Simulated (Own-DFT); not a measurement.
InAs (zincblende, strongly disordered by large displacements) (calculated)

All values are calculated (Own-DFT development build). A calculation, not a measurement: plane-wave PBE density functional theory by an unreviewed code, no spin, of a simulated periodic cell, stress positive in tension, free energy of the whole cell less one offset for each atom, forces on such cells passed a denser k mesh, this cell's mesh not checked; broken bonds can close the gap or carry spin, so checks made on this kind of crystal may not hold here; offsets are fitted by least squares, one for each functional and potential file, so energies compare only between cells with the same atoms and settings and are not formation energies; the far tail of each file's local potential was reset to the Coulomb form; each entry is a single point on an unrelaxed cell, so the pressure reflects the starting lattice, mostly measured values (interpolated for alloys), from which strain is counted, and rises with the displacements; printed positions are rounded, which can move forces by about a meV/angstrom; the program, named Own-DFT, is a retired in-house code; no spin-orbit coupling.

```yaml
- formula: InAs
  kind: "zincblende, strongly disordered by large displacements"
  structure:
    cell_angstrom: [[12.1166, 0.0, 0.0], [0.0, 12.1166, 0.0], [0.0, 0.0, 12.1166]]
    atoms_fractional:
      - [In, 0.00093, 0.98011, 0.96218]
      - [In, 0.98951, 0.2388, 0.22393]
      - [In, 0.25594, 0.99303, 0.25534]
      - [In, 0.18799, 0.22864, 0.99213]
      - [As, 0.1372, 0.09722, 0.16217]
      - [As, 0.09533, 0.36986, 0.3806]
      - [As, 0.36368, 0.15924, 0.32233]
      - [As, 0.39793, 0.43594, 0.14533]
      - [In, 0.9634, 0.05039, 0.47404]
      - [In, 0.0307, 0.2241, 0.75455]
      - [In, 0.27849, 0.00475, 0.71219]
      - [In, 0.24474, 0.24467, 0.51545]
      - [As, 0.14635, 0.09749, 0.61424]
      - [As, 0.15509, 0.37681, 0.83963]
      - [As, 0.39334, 0.15518, 0.85598]
      - [As, 0.3799, 0.36971, 0.63064]
      - [In, 0.00525, 0.479, 0.02026]
      - [In, 0.94318, 0.75302, 0.22438]
      - [In, 0.26002, 0.52312, 0.22404]
      - [In, 0.24051, 0.74872, 0.0431]
      - [As, 0.11295, 0.6068, 0.1617]
      - [As, 0.08957, 0.91706, 0.35059]
      - [As, 0.35666, 0.65101, 0.40388]
      - [As, 0.38303, 0.8457, 0.14075]
      - [In, 0.03952, 0.47272, 0.5203]
      - [In, 0.96739, 0.71638, 0.73323]
      - [In, 0.2543, 0.46856, 0.71564]
      - [In, 0.258, 0.75981, 0.51064]
      - [As, 0.13244, 0.62629, 0.59501]
      - [As, 0.15008, 0.92423, 0.86302]
      - [As, 0.39837, 0.65103, 0.90756]
      - [As, 0.3787, 0.85215, 0.61171]
      - [In, 0.46706, 0.03012, 0.00645]
      - [In, 0.50516, 0.26089, 0.23144]
      - [In, 0.76211, 0.00577, 0.23758]
      - [In, 0.74217, 0.2164, 0.96614]
      - [As, 0.61906, 0.15472, 0.12503]
      - [As, 0.65446, 0.3688, 0.37369]
      - [As, 0.86292, 0.16536, 0.36528]
      - [As, 0.86268, 0.39604, 0.14822]
      - [In, 0.47545, 0.01542, 0.48886]
      - [In, 0.52221, 0.28195, 0.74939]
      - [In, 0.72964, 0.02331, 0.70247]
      - [In, 0.79058, 0.29058, 0.47808]
      - [As, 0.58611, 0.14734, 0.6203]
      - [As, 0.6373, 0.36603, 0.90629]
      - [As, 0.90307, 0.13434, 0.91407]
      - [As, 0.89208, 0.40896, 0.60879]
      - [In, 0.52056, 0.45703, 0.01059]
      - [In, 0.52858, 0.75462, 0.20522]
      - [In, 0.71524, 0.51396, 0.2795]
      - [In, 0.7684, 0.75699, 0.96897]
      - [As, 0.62796, 0.59295, 0.08242]
      - [As, 0.61767, 0.86945, 0.34191]
      - [As, 0.85667, 0.61944, 0.40119]
      - [As, 0.80326, 0.83597, 0.13963]
      - [In, 0.4694, 0.53102, 0.48471]
      - [In, 0.49226, 0.74221, 0.69979]
      - [In, 0.80291, 0.4852, 0.74754]
      - [In, 0.76855, 0.7291, 0.54151]
      - [As, 0.59451, 0.60235, 0.63963]
      - [As, 0.68492, 0.90132, 0.8992]
      - [As, 0.88011, 0.6307, 0.86625]
      - [As, 0.88691, 0.89947, 0.64346]
  settings:
    functional: PBE
    potential_files: "PseudoDojo norm-conserving, scalar-relativistic, standard set"
    "wave_cutoff [hartree]": 42.0
    occupations: Fermi-Dirac
    "smearing_width [eV]": 0.1
    hardware: "one NVIDIA H200"
    k_mesh: "3 x 3 x 3 centred on Gamma"
  results:
    "free_energy_of_cell_above_offsets [eV]": "21.722"
    "pressure [GPa]": 13.03
    "stress_xx [GPa]": -14.53
    "stress_yy [GPa]": -12.9
    "stress_zz [GPa]": -11.66
    "stress_yz [GPa]": -0.92
    "stress_xz [GPa]": 1.58
    "stress_xy [GPa]": 4.8
    force_element: [In, In, In, In, As, As, As, As, In, In, In, In, As, As, As, As, In, In, In, In, As, As, As, As, In, In, In, In, As, As, As, As, In, In, In, In, As, As, As, As, In, In, In, In, As, As, As, As, In, In, In, In, As, As, As, As, In, In, In, In, As, As, As, As]
    "force_x [eV/angstrom]": [-0.727, 1.135, 4.446, 1.237, -4.555, 3.059, -1.245, 0.536, 3.041, -0.644, 2.894, 0.458, -4.152, -3.828, -2.176, 3.766, 0.555, 4.645, 0.722, -1.434, -5.268, -0.723, 0.367, -3.142, 1.069, 4.342, -0.98, -6.467, -0.388, 2.362, -0.048, 0.24, 1.143, -0.406, -1.63, -0.937, 2.165, -6.356, -0.945, -0.549, 0.247, 0.267, -0.159, -0.955, 1.759, 3.214, 1.056, -0.921, -3.748, 3.417, 1.749, 0.096, 3.255, 1.199, 1.885, -1.976, 3.269, 0.919, -4.61, -1.676, 4.529, -4.138, -0.544, 0.286]
    "force_y [eV/angstrom]": [-1.791, 1.202, -3.53, -0.469, 2.877, -3.219, -0.953, -4.289, -3.711, 0.12, -0.734, 1.143, 1.265, -1.568, -0.98, -1.976, 0.167, -2.448, -0.386, -0.923, 3.766, -1.705, -0.893, 4.965, 3.393, 3.183, 6.926, 1.816, 1.153, -2.87, -0.575, 6.771, -1.163, 3.61, 1.804, -0.211, -3.524, -1.946, -2.613, -0.843, -0.231, 1.013, -0.827, 1.31, -0.779, -0.111, 1.674, -4.528, 1.46, -3.984, 4.251, -4.875, 4.542, 1.571, -0.568, 2.32, -4.158, -0.042, 1.397, 1.495, -3.519, 5.612, -3.883, 0.019]
    "force_z [eV/angstrom]": [3.283, -0.623, 2.165, -0.01, -4.06, -4.204, 3.314, 1.406, 2.904, -0.383, 3.128, -2.224, -1.799, 4.65, 0.388, -4.305, -1.317, 3.889, 5.621, -2.443, -2.628, 0.679, -7.493, -1.225, -0.428, -4.467, 0.028, -0.991, 2.991, -0.649, -0.956, 0.18, 0.502, 1.731, 0.95, 2.267, -1.835, 0.547, -4.339, -0.627, -1.791, 1.631, 1.681, 4.775, -2.203, -5.721, -2.535, -0.068, -2.366, 0.855, -3.108, 0.014, 2.615, 2.807, -1.584, -0.207, 1.876, 6.086, 3.947, 0.622, -1.017, -3.125, 4.579, -1.377]
    "wall_time [s]": 1185.0
```
